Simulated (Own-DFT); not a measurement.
# Point defects and the pressure they add: zincblende GaAs

Everything here is calculated. The program is Own-DFT (plane waves, in-house, since retired, never reviewed by a person); positions were held fixed, and spin and spin-orbit coupling were off.

Common settings: PBE; PseudoDojo norm-conserving scalar-relativistic files; cutoff 42 hartree; 3 x 3 x 3 k mesh centred on Gamma; Fermi-Dirac smearing of 0.1 eV.

Known weak points (not all hold for every row): not probed for a lower state with spin; forces not confirmed at this smearing and k mesh; stress not checked against mesh or cutoff.

All runs share one cell, with vectors in Å (11.737, 0.000, 0.000); (0.000, 11.737, 0.000); (0.000, 0.000, 10.919) and a volume of 1504.3 Å³, strained against the parent crystal. Atoms were moved at random from their sites; u is the rms move along one axis. The defect's site can differ from row to row.

| cell | formula | u (Å) | P (GPa) |
|---|---|---|---|
| no defect | As32Ga32 | 0.0306 | 0.76 |
| no defect | As32Ga32 | 0.0318 | 0.77 |
| no defect | As32Ga32 | 0.0476 | 1.04 |
| one Al on a Ga site | AlAs32Ga31 | 0.0297 | 0.74 |
| one Al on a Ga site | AlAs32Ga31 | 0.0304 | 0.78 |
| one Al on a Ga site | AlAs32Ga31 | 0.0508 | 0.99 |
| one As vacancy and one Ga vacancy | As31Ga31 | 0.0279 | 0.48 |
| one As vacancy and one Ga vacancy | As31Ga31 | 0.0301 | ? |
| one As vacancy and one Ga vacancy | As31Ga31 | 0.0455 | 0.66 |
| one As vacancy and one Ga vacancy | As31Ga31 | 0.0497 | 0.71 |
| one P on an As site | As31Ga32P | 0.0307 | 0.54 |
| one P on an As site | As31Ga32P | 0.0503 | 0.81 |
| one P on an As site | As31Ga32P | 0.0511 | 0.85 |
| one In on a Ga site | As32Ga31In | 0.0271 | 1.31 |
| one In on a Ga site | As32Ga31In | 0.0489 | 1.58 |
| one In on a Ga site | As32Ga31In | 0.0526 | 1.73 |

## Worked fit

P = P0 + c u² + a shift for each defect gives P0 = 0.62 GPa, c = 169 ± 12 GPa/Å² and a scatter of 0.04 GPa. The shifts, and each times the cell's volume:

- one In on a Ga site: 0.59 ± 0.03 GPa, 5.5 eV
- one Al on a Ga site: -0.03 ± 0.03 GPa, -0.3 eV (not resolved)
- one P on an As site: -0.23 ± 0.03 GPa, -2.2 eV
- one As vacancy and one Ga vacancy: -0.30 ± 0.03 GPa, -2.8 eV

Against the defect-free cell, a freed cell would be larger where the shift is positive and smaller where it is negative (160.2 GPa Å³ is 1 eV). The atoms around the defects weren't relaxed, which would change these numbers.

## Test on the hidden row

The question: what pressure belongs in the blank (one As vacancy and one Ga vacancy, u = 0.0301 Å)?

From the fit: 0.47 ± 0.04 GPa. Computed: 0.48 GPa.
